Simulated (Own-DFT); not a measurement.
# How strain changes the stress of 4H SiC, 72 atoms (C36Si36)

All numbers below are calculated, not measured. The program, named Own-DFT, is a retired in-house plane-wave density functional code that no person has reviewed. Each row is one single-point run on a periodic cell that was not relaxed, without spin or spin-orbit coupling.

Settings of every run: PBE; PseudoDojo norm-conserving scalar-relativistic files; cutoff 42 hartree; 4 x 4 x 3 k mesh centred on Gamma; Fermi-Dirac smearing of 0.1 eV.

Known limits: forces on such cells passed a denser k mesh, each cell not checked; stress not checked against mesh or cutoff.

Unstrained cell vectors in Å: (9.248, 0.000, 0.000); (-4.624, 8.009, 0.000); (0.000, 0.000, 10.068). The unstrained cell has measured lattice constants (interpolated for alloys), not those of this functional. That, the random moves and any unrelaxed bonds set the pressure at no strain. Each run strains this cell uniformly, with the atoms carried along. Every atom was also moved at random, by a Gaussian of width 0.05 Å on each axis. Strain is the symmetric tensor, in per cent. Stress is positive in tension, and the pressure is minus a third of its trace.

```
run,e_xx (%),e_yy (%),e_zz (%),e_yz (%),e_xz (%),e_xy (%),s_xx (GPa),s_yy (GPa),s_zz (GPa),s_yz (GPa),s_xz (GPa),s_xy (GPa),P (GPa),E (meV/atom)
1,1.93,-0.84,0.62,-2.00,-0.91,-1.63,4.44,-6.70,-3.03,-6.79,-2.97,-6.92,1.76,17.2
2,1.16,0.43,-1.39,-0.37,-0.36,1.85,1.22,-2.36,-16.44,-1.61,-1.30,9.24,5.86,27.7
3,0.81,-1.65,-0.17,0.61,0.07,-1.37,-2.97,-14.16,-6.71,2.93,0.45,-6.08,7.95,22.1
4,0.90,0.43,0.21,-0.56,0.09,-0.15,0.93,-0.06,-6.61,-2.83,1.07,-0.24,1.91,0.0
5,0.04,-0.46,-0.75,0.10,-0.71,-1.88,-5.24,-6.61,-14.36,0.30,-2.05,-9.69,8.73,25.0
6,-0.68,0.20,1.52,1.11,1.93,1.40,-10.36,-3.12,2.80,3.50,6.62,5.38,3.56,25.6
7,0.00,-0.68,1.33,-0.82,1.03,-0.33,-3.53,-9.76,0.18,-3.12,3.69,-1.01,4.37,18.0
8,1.86,1.72,1.08,1.10,0.49,-0.50,5.46,5.54,2.28,3.55,1.92,-2.50,-4.42,3.5
9,0.18,-0.54,-0.48,0.33,-0.35,1.57,-4.53,-7.94,-9.15,0.99,-1.00,8.18,7.21,8.8
10,-0.26,-0.32,-1.50,-1.56,0.21,-0.45,-5.61,-9.91,-16.07,-5.42,-0.08,-1.45,10.53,25.6
11,-1.98,-0.77,-1.61,1.67,1.41,-1.64,-22.34,-10.98,-17.55,5.63,6.80,-8.60,16.95,48.3
12,0.74,-0.41,0.53,1.89,-0.01,-0.53,-0.37,-6.56,-3.66,5.46,0.64,-3.00,3.53,8.3
13,0.48,-1.09,0.50,1.83,-1.16,-0.18,-1.38,-9.62,-4.94,5.48,-3.52,-0.98,5.31,0.8
14,-0.49,0.56,-0.26,1.72,-1.21,1.41,-8.57,-2.13,-7.42,5.90,-3.84,7.95,6.04,20.2
15,1.91,-0.57,1.77,1.59,-0.44,-0.89,4.20,-6.76,4.33,4.93,-1.21,-3.70,-0.59,21.8
16,0.15,-1.30,-0.25,1.34,1.30,-0.73,-5.51,-11.03,-9.70,6.47,4.57,-3.37,8.75,16.4
17,-0.63,-0.40,1.22,1.16,-1.45,0.09,?,?,?,?,?,?,?,?
```

E is the free energy for each atom above the lowest run shown.

## Worked fit

Each stress component was fitted by least squares to a constant and the strains of the runs shown, as fractions, with shears doubled. Shear strains stay in the fit of a normal stress only where such slopes are resolved. The slopes, in GPa:

| stress | at no strain | per e_xx | per e_yy | per e_zz | scatter |
|---|---|---|---|---|---|
| s_xx | -5.9 | 619 ± 51 | 44 ± 57 | 20 ± 49 | 1.80 |
| s_yy | -4.9 | 74 ± 35 | 543 ± 39 | 42 ± 34 | 1.23 |
| s_zz | -7.0 | 16 ± 35 | 51 ± 39 | 638 ± 34 | 1.25 |

Each shear stress against twice its own strain: yz 175 ± 8, xz 170 ± 9, xy 247 ± 8 GPa. These are stiffnesses along x, y and z of the frame in which the cell vectors are given, which need not be the crystal's axes. The atoms are held to the strained lattice; where symmetry lets them move under strain, relaxing them would lower some slopes. The table should be nearly symmetric about its diagonal, and what it lacks of that shows the noise. A ninth of its sum, 227 ± 6 GPa, estimates the bulk modulus near the mean pressure of these runs, 5.5 GPa, so it lies above the value at zero pressure.

## Withheld run

Question: what normal stresses and pressure should run 17 give?

The fit gives s_xx = -9.7, s_yy = -7.1, s_zz = 0.5 and P = 5.4 GPa. The calculation gave -8.46, -6.33, -0.06 and P = 4.95 GPa.
